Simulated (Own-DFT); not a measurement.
# Computed records: Hf16O31 (monoclinic hafnia with two neutral oxygen vacancies, strained, atoms displaced)

A calculation, not a measurement: plane-wave PBE and HSE06 DFT by an unreviewed code, no spin, of a simulated cell at Gamma alone, so results move with cell size and shape, stress positive in tension, energies less offsets, not probed for a lower state with spin; hafnium file: forces about 75 meV/angstrom off all-electron values; oxygen file: force components 24 meV/angstrom off all-electron in a glass; k mesh not checked against a denser one; forces and stress are PBE's, HSE06 gives the energy alone, and its difference from PBE has offsets of its own; offsets are fitted by least squares, one for each functional and potential file, so energies compare only between cells with the same atoms and settings and are not formation energies; the far tail of each file's local potential was reset to the Coulomb form; each entry is a single point on an unrelaxed cell, so the pressure reflects the starting lattice, mostly measured values, from which strain is counted, and rises with the displacements; printed positions are rounded, which can move forces by about a meV/angstrom; the program is a retired in-house code; no spin-orbit coupling. Program: Own-DFT development build.

Common to all runs: first functional PBE; second functional HSE06; exact exchange share 0.25; screening 0.11 1/bohr; exchange divergence Gygi-Baldereschi; potential files PseudoDojo norm-conserving, scalar-relativistic, made for PBE, standard set; wave cutoff 48 hartree; occupations fixed; k mesh 1 x 1 x 1 centred on Gamma.

(1) 
```xyz
94
Lattice="10.2206 0.1918 -0.1752 0.1940 10.4787 0.0077 -1.8721 -0.0240 10.5039" Properties=species:S:1:pos:R:3:force_x:R:1:force_y:R:1:force_z:R:1 formula=Hf16O31 PBE_energy_of_cell_above_offsets=-77.177 HSE06_less_PBE_above_offsets=1.399 PBE_pressure=7.13 PBE_stress_xx=-9.26 PBE_stress_yy=-4.48 PBE_stress_zz=-7.64 PBE_stress_yz=-1.04 PBE_stress_xz=-5.02 PBE_stress_xy=6.6
Hf     1.2839     0.2743     1.0335      -0.63      0.609      1.088
Hf     3.5229     2.8487     1.5959     -0.308     -0.437     -3.031
Hf     3.1095     5.0201     3.9649     -0.848      0.926      2.545
Hf     0.7328     2.4656     3.6642      0.883     -1.116      2.517
O      0.1092     1.8249     1.9580     -0.632     -0.811      -3.05
O      4.7461     4.5965     0.7604     -1.646     -2.034      1.546
O      4.3859     3.4837     3.3569     -6.804      5.073      -0.46
O     -0.5260     0.8791     4.3457      2.556      0.326      1.069
O      1.8901     4.1166     2.3289      1.283     -1.613      2.378
O      2.7819     1.2421     0.1930      2.056      1.823     -1.447
O      2.4130     1.4418     2.6578      0.361     -0.877      1.196
O      1.5111     3.8848     5.1276      0.299      0.172     -0.473
Hf     0.3281     0.3668     6.4513     -1.553     -6.141     -5.521
Hf     2.4284     2.7562     6.8479      5.157      2.292      -0.96
Hf     2.0809     5.1505     9.3856      1.924      -3.86      0.862
Hf    -0.2397     2.5052     8.8688      3.182      -2.53      2.612
O     -0.8643     1.6281     7.0071     -2.556      3.925       1.16
O      3.8220     4.3184     6.0123      0.087      1.258     -1.404
O      3.3633     3.5468     8.6411     -0.478     -0.327      0.391
O     -1.3010     0.9484     9.6528     -0.604     -0.135      0.075
O      1.1984     4.1894     7.7325     -1.748      -4.69      0.342
O      1.9955     1.3193     5.3316     -1.266     -0.104      0.144
O      1.3368     1.2201     7.8236      2.481      1.446      3.706
O      0.4475     3.8736    10.3438      0.798     -0.241     -0.467
Hf     1.2820     5.4855     0.9601      1.743      1.012      0.521
Hf     3.5310     8.1060     1.4319      0.243     -0.163       1.97
Hf     2.9915    10.2596     4.1714      2.853      0.227     -1.009
Hf     0.8387     7.6935     3.6799        0.9     -1.102       1.15
O      0.1562     6.9955     1.9268     -0.533     -0.935     -2.024
O      4.6781     9.5942     0.8776      2.504      1.604     -1.608
O      4.3234     8.7788     3.2705     -0.597       0.41      1.024
O      1.9702     9.3204     2.5468     -0.099     -0.257      0.101
O      1.0296     6.5937    10.3717       0.06      0.524      3.081
O      2.3815     6.5518     2.5726      1.424      0.207      0.953
O      1.4945     9.0375     5.1915      0.287       0.67     -0.944
Hf     0.4091     5.4389     6.4055     -1.254      1.825     -2.361
Hf     2.5570     8.0405     6.6037      0.921      0.202      1.943
Hf     2.2722    10.2476     9.3544      0.292      1.163      1.676
Hf     0.0362     7.6367     8.9282     -0.527     -0.169      -0.89
O     -0.7546     6.9985     7.2019     -0.127       -1.1     -1.984
O      3.8983     9.6063     5.9331     -1.062      -0.95      0.239
O      3.3021     8.7671     8.6668      0.232     -0.686     -0.689
O     -1.3185     6.0857     9.6997     -0.557      0.544     -0.618
O      1.0322     9.0917     7.8083      0.782      1.494     -0.677
O      1.4808     6.3282     7.9610      0.818      4.628     -1.867
O      2.4721     9.1830    -0.0051     -0.496     -0.662     -1.346
Hf     6.3591     0.2166     1.0173     -0.547      3.076     -1.205
Hf     8.6373     3.1056     1.4002     -0.926     -2.141      1.174
Hf     8.1373     5.2806     4.0396      0.752     -2.424       0.79
Hf     5.8379     2.5044     3.6468      7.897     -3.702       2.06
O      5.2695     1.8429     1.8271     -1.118     -0.791     -2.213
O      9.9130     4.5551     0.4818     -1.182     -1.533      2.259
O      9.3040     3.6325     3.4063     -0.559      1.668     -0.897
O      4.9181     0.9200     4.3549     -3.789     -1.181     -0.821
O      7.0569     4.0087     2.4049     -0.084       2.08     -0.717
O      7.9797     1.6103     0.0754      0.352      -1.16      0.001
O      7.5386     1.4270     2.6515     -0.057      0.074     -1.217
O      6.6947     3.9727     5.0022     -0.503       0.47      0.391
Hf     5.4340     0.2798     6.1998     -0.564      2.859      0.852
Hf     7.6263     3.0161     6.6512     -1.363     -1.138     -2.827
Hf     7.2021     5.1472     9.3367     -0.405      2.262     -3.179
Hf     5.1884     2.6376     8.9402     -3.251     -4.099     -2.921
O      4.4250     1.8603     6.9984     -2.413      -0.05     -0.462
O      8.8770     4.6754     5.9000      0.438      -0.76      0.735
O      8.4896     3.7117     8.3832     -2.486      2.176      0.442
O      3.9296     0.8469     9.5582     -2.162     -0.373      0.365
O      6.0584     4.0836     7.6270      1.133      0.611      0.774
O      6.9923     1.3687     5.2243      1.222       1.36      1.178
O      6.6109     1.4591     7.8281      1.195     -0.366      1.027
O      5.7407     3.9263    10.2552      0.601      3.578      1.445
Hf     6.3705     5.6571     1.0738      1.274     -2.823     -1.869
Hf     8.6888     8.1172     1.4501     -0.664      1.871     -1.505
Hf     8.2140    10.4463     3.9399      1.025      1.567      2.408
Hf     6.0938     7.8055     3.6993     -1.142      0.334     -1.014
O      5.3796     7.0127     1.8179     -2.267      2.653      0.665
O      9.8853     9.8724     0.5776      0.923     -1.443      2.692
O      9.3495     8.8229     3.2124      0.459      0.524       1.39
O      4.8891     6.3299     4.3774     -1.653      -1.42     -0.138
O      7.1646     9.4475     2.4566      -0.64     -2.455      -1.06
O      7.9564     6.8779    -0.1071      0.736     -1.979      1.387
O      7.6944     6.6717     2.5755      -0.09      0.247     -0.214
O      6.6097     9.3510     4.9651      0.646     -1.803      0.284
Hf     5.4423     5.6201     6.2599      0.363     -1.992     -0.772
Hf     7.7058     8.4561     6.6776       3.98     -3.759     -2.068
Hf     7.4044    10.3202     9.3740      -0.92      1.908     -3.377
Hf     4.9992     7.7233     8.8917      0.293     -0.155     -0.264
O      4.3412     6.9658     7.0824     -3.291       1.66     -0.753
O      8.9682     9.8528     5.9521     -0.021     -0.323     -0.064
O      8.6101     8.8400     8.4635     -2.047      2.515      1.877
O      3.7370     6.1657     9.7070      2.073      1.928     -0.869
O      6.2948     9.2952     7.6123     -2.375      1.459      1.569
O      7.2234     6.7064     5.1405      -0.76      1.506      1.276
O      6.4713     6.7133     7.8312      2.058     -1.241      0.561
O      5.7080     9.3359    10.1465      0.062     -0.691      1.366
```

Units: PBE_energy_of_cell_above_offsets, HSE06_less_PBE_above_offsets in eV; PBE_pressure, PBE_stress_xx, PBE_stress_yy, PBE_stress_zz, PBE_stress_yz, PBE_stress_xz, PBE_stress_xy in GPa; force_x, force_y, force_z in eV/Å.

(2) 
```xyz
94
Lattice="10.3484 -0.1279 -0.1239 -0.1293 10.2013 0.1695 -1.8409 0.1922 10.4024" Properties=species:S:1:pos:R:3:force_x:R:1:force_y:R:1:force_z:R:1 formula=Hf16O31 PBE_energy_of_cell_above_offsets=-84.341 HSE06_less_PBE_above_offsets=0.444 PBE_pressure=8.86 PBE_stress_xx=-5.83 PBE_stress_yy=-10.96 PBE_stress_zz=-9.78 PBE_stress_yz=4.1 PBE_stress_xz=-2.74 PBE_stress_xy=-4.97
Hf     1.2123     0.2691     1.0477      0.079     -1.483       0.99
Hf     3.4768     2.7531     1.4312      0.402     -0.731      2.039
Hf     2.9183     4.9123     4.2315       1.32      0.781     -3.717
Hf     0.6987     2.4415     3.8199      1.075     -2.552     -2.403
O      0.0097     1.6919     1.8774      -0.35      0.443      0.111
O      4.0859     3.4299     3.3843      0.633      0.427      0.093
O     -0.4766     0.8982     4.5001      0.175      1.817     -1.295
O      1.7621     3.8501     2.5497      0.146      0.289      0.078
O      2.8394     1.1912     0.0553      0.722      1.332      0.563
O      2.3586     1.1777     2.6607     -0.185      1.799      0.525
O      1.4288     3.8740     5.1613     -0.831     -0.031      0.425
Hf     0.3460     0.2584     6.2679     -2.439      0.623      1.273
Hf     2.4748     2.8585     6.7403      0.521     -1.656      0.376
Hf     2.1263     4.9880     9.2477      0.713      0.653      1.543
Hf    -0.0842     2.5252     8.9631     -2.572     -2.563     -2.301
O     -0.8743     1.8669     7.0965     -0.284     -0.235     -1.173
O      3.7285     4.3548     5.9411     -1.437     -2.061      1.412
O      3.3241     3.4511     8.5650     -1.849       1.68      -0.23
O     -1.2893     0.9902     9.5901     -0.607      0.921       0.03
O      0.8695     4.0014     7.6771       1.18     -1.216      0.355
O      1.8346     1.3464     5.2804      1.172      1.066      0.918
O      1.3700     1.3274     7.9478      1.441       1.42     -1.071
O      0.4586     3.8711    10.2959      0.916      2.004        1.2
Hf     1.1965     5.3087     1.1829     -0.416      0.112     -0.828
Hf     3.3663     7.7865     1.5473       0.56      2.053      1.199
Hf     2.8871    10.0050     4.3268     -0.884     -0.264     -3.396
Hf     0.6387     7.4839     3.7772      0.142      2.509     -0.725
O     -0.0012     6.8953     1.8900       0.15     -1.099     -0.296
O      4.4947     9.3467     0.8450       0.91     -0.116      0.845
O      4.1171     8.5624     3.5216     -0.197     -0.352      0.145
O     -0.5318     6.1431     4.4847     -0.197     -1.716      0.515
O      1.8154     9.0507     2.6109     -0.327     -1.576      0.024
O      2.7361     6.4144     0.1882      0.537       -1.5     -0.832
O      2.2785     6.3744     2.6470      0.128     -0.639       2.61
O      1.1418     8.9516     5.2131       1.23     -0.329      0.147
Hf     0.3022     5.4050     6.3696     -3.001      1.889     -0.048
Hf     2.4436     7.9276     6.7829     -0.014      0.288      2.169
Hf     2.0508    10.1490     9.4430     -1.164     -1.553     -0.809
Hf    -0.2286     7.5697     9.0959      0.246      2.488     -2.905
O     -0.9458     6.8954     7.1199      0.164     -0.317     -0.199
O      3.5675     9.4144     6.1307      0.873      0.507      0.367
O      3.2121     8.5413     8.7011      -1.21      0.677      0.053
O     -1.3787     6.1755     9.6307     -1.135     -1.662      1.318
O      0.7462     9.0891     7.8255      1.583      -0.85      0.005
O      1.8500     6.4740     5.4890      0.583     -0.635     -2.375
O      1.3778     6.4515     7.8909      0.121     -0.264       1.75
O      0.3875     9.0554    10.3741     -0.079     -0.066      0.707
Hf     6.4077     0.0994     0.9749      0.376     -0.024      0.716
Hf     8.6578     2.6265     1.4520     -0.738      0.694     -0.844
Hf     8.1731     4.7026     4.0241     -1.141      3.763      1.174
Hf     5.9367     2.2651     3.6752     -0.499      2.174     -2.144
O      5.1623     1.6549     1.7853     -0.064      0.271     -0.571
O      9.8509     4.1440     0.6472     -0.122     -0.691      1.398
O      9.4009     3.3733     3.3667      0.237     -0.731     -0.657
O      4.6903     0.9578     4.3132     -0.583     -0.947      1.229
O      6.9891     3.8393     2.5107      0.187     -1.097        0.2
O      8.0206     1.2149     0.0962      0.143      0.218     -0.933
O      7.4709     1.1971     2.5712      0.083      0.661      1.084
O      6.6684     3.8171     5.1426     -2.861     -0.972      -1.52
Hf     5.5213     0.3014     6.1768      -0.17     -2.341      1.707
Hf     7.6747     2.8306     6.6534      1.315      -2.18      1.995
Hf     7.2838     4.9415     9.2060     -1.121      0.578      1.329
Hf     5.0299     2.4230     8.7510       2.01      0.298      2.289
O      4.3452     1.7486     6.9928     -1.934      0.796     -1.607
O      8.7718     4.2172     5.9085      3.462      1.368      0.135
O      8.4250     3.5115     8.4792      0.977     -0.666      0.413
O      3.8814     1.0169     9.5054     -0.585     -0.643      0.185
O      6.1617     4.0193     7.6709     -0.893     -2.763     -0.001
O      7.0198     1.3000     5.2338      0.744      0.855     -0.392
O      6.5848     1.2307     7.8158      0.108      1.104     -0.016
O      7.4101     3.7689    -0.0201      0.611     -0.972      -1.19
Hf     6.3673     5.2776     1.1587     -0.525     -0.121     -1.442
Hf     8.5737     7.6734     1.5776     -1.565      2.069       -0.1
Hf     7.9879    10.0269     4.2047      0.766     -2.136     -1.146
Hf     5.8159     7.3975     3.7980      3.226      4.024     -2.146
O      5.1745     6.8138     1.8182     -0.491     -0.433     -0.132
O      9.6376     9.1999     0.7724      1.734       0.24       1.66
O      9.1764     8.5723     3.4108      1.719     -1.372      -0.06
O      4.8306     6.0237     4.4353     -4.649     -3.987      0.809
O      6.9426     8.8913     2.4847     -0.428      0.323      0.445
O      7.8834     6.3405     0.0795     -0.189      -0.63      0.501
O      7.4656     6.2872     2.7977      0.248     -0.241     -0.456
O      6.4557     8.9354     5.1921     -0.761     -0.078     -0.295
Hf     5.3963     5.2689     6.2804      3.012      3.427       0.98
Hf     7.6742     7.8460     6.7224     -0.571     -0.191      1.043
Hf     7.1303    10.0008     9.4263     -0.084      0.122     -1.525
Hf     4.9396     7.5202     8.9128       0.49     -0.431      0.659
O      4.2647     6.8362     7.1510     -1.508     -0.688     -1.979
O      8.7422     9.3505     5.9862      0.841      0.014      1.066
O      8.2884     8.5762     8.6557      1.166     -1.152     -0.346
O      5.9751     8.9921     7.8031      0.039      0.246     -1.034
O      7.0364     6.4239     5.3485     -0.044     -0.105      0.053
O      6.5302     6.3096     7.9035      0.179      1.469      0.004
O      5.5366     8.9563    10.3522     -0.699      0.571      0.279
```

Units: PBE_energy_of_cell_above_offsets, HSE06_less_PBE_above_offsets in eV; PBE_pressure, PBE_stress_xx, PBE_stress_yy, PBE_stress_zz, PBE_stress_yz, PBE_stress_xz, PBE_stress_xy in GPa; force_x, force_y, force_z in eV/Å.
